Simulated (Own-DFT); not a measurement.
# How HSE06 shifts the pressure of corundum Al2O3, 78 atoms (Al32O46), with two O vacancies

All values are computed. Each geometry was run twice at fixed positions with Own-DFT, a retired in-house plane-wave program that no person has reviewed: with PBE, and with HSE06 (exact exchange share 0.25 at short range, screening 0.11 per bohr, Gygi-Baldereschi treatment of its divergence). Both used PseudoDojo norm-conserving files made for PBE, a cutoff of 48 hartree, the Gamma point alone, fixed occupations, a neutral cell and no spin. The unstrained cell is 7.9 Å across at its thinnest, so Gamma alone is coarse and defects feel their images. The oxygen file's force components were 24 meV/Å off all-electron values in a glass.

Unstrained cell vectors in Å: (5.494, 0.000, 8.660); (-2.747, 4.758, 8.660); (-2.747, -4.758, 8.660), volume V0 = 679.1 Å³, from measured lattice constants. Each geometry has its own random strain of a few per cent, its own defect sites and random moves of rms u per axis. HSE06 gave the energy alone. D is its energy less that of PBE, over the lowest D shown. The PBE stress wasn't checked against mesh or cutoff.

```
run  V - V0 (Å³)   u (Å)  P with PBE (GPa)  D (eV)
  1         -6.7  0.0519             11.47   0.751
  2         -6.2  0.0299              9.35   0.603
  3        -20.5  0.0317             15.98   0.000
  4         -8.5  0.0306             11.05   0.432
  5         -6.1  0.0535             12.72   0.647
  6         -7.3  0.0289             10.12   0.497
  7         -2.6  0.0327              8.19   0.720
  8          5.3  0.0523              8.47   1.162
  9         -3.1  0.0309              8.44   0.650
 10        -23.2  0.0509             18.50   0.033
 11          1.9  0.0519              8.64   0.960
 12         10.8  0.0276              3.51   1.237
 13         -4.6  0.0523             11.14       ?
```

## What the rows give

D = 0.73 + 0.0392 (V - V0) + 74 u² eV, with an error of 0.0014 on the volume slope, 15 on the last term and a scatter of 0.05 eV. Pressure is -dE/dV, and 1 eV/Å³ is 160.2 GPa, so HSE06 changes the pressure by -6.3 ± 0.2 GPa. With the ions held to the strained lattice, the PBE pressure falls by 259 ± 12 GPa per unit of volume strain; the shape of the strain isn't fitted, so the true error is larger, and a relaxed crystal would be softer. On that slope HSE06's volume at a given pressure is about 2.4 % smaller, or 0.8 % in lengths. At u = 0 and V0 the PBE pressure is 6.3 GPa, which puts the zero-pressure volume, against the measured cell and with the defects in, at +2.4 % for PBE and +0.0 % for HSE06, each good to a few tenths of a per cent.

## Prediction

The question: what D should run 13 give?

From the fit: 0.76 eV, with rows scattering by 0.05. Computed: 0.743 eV.
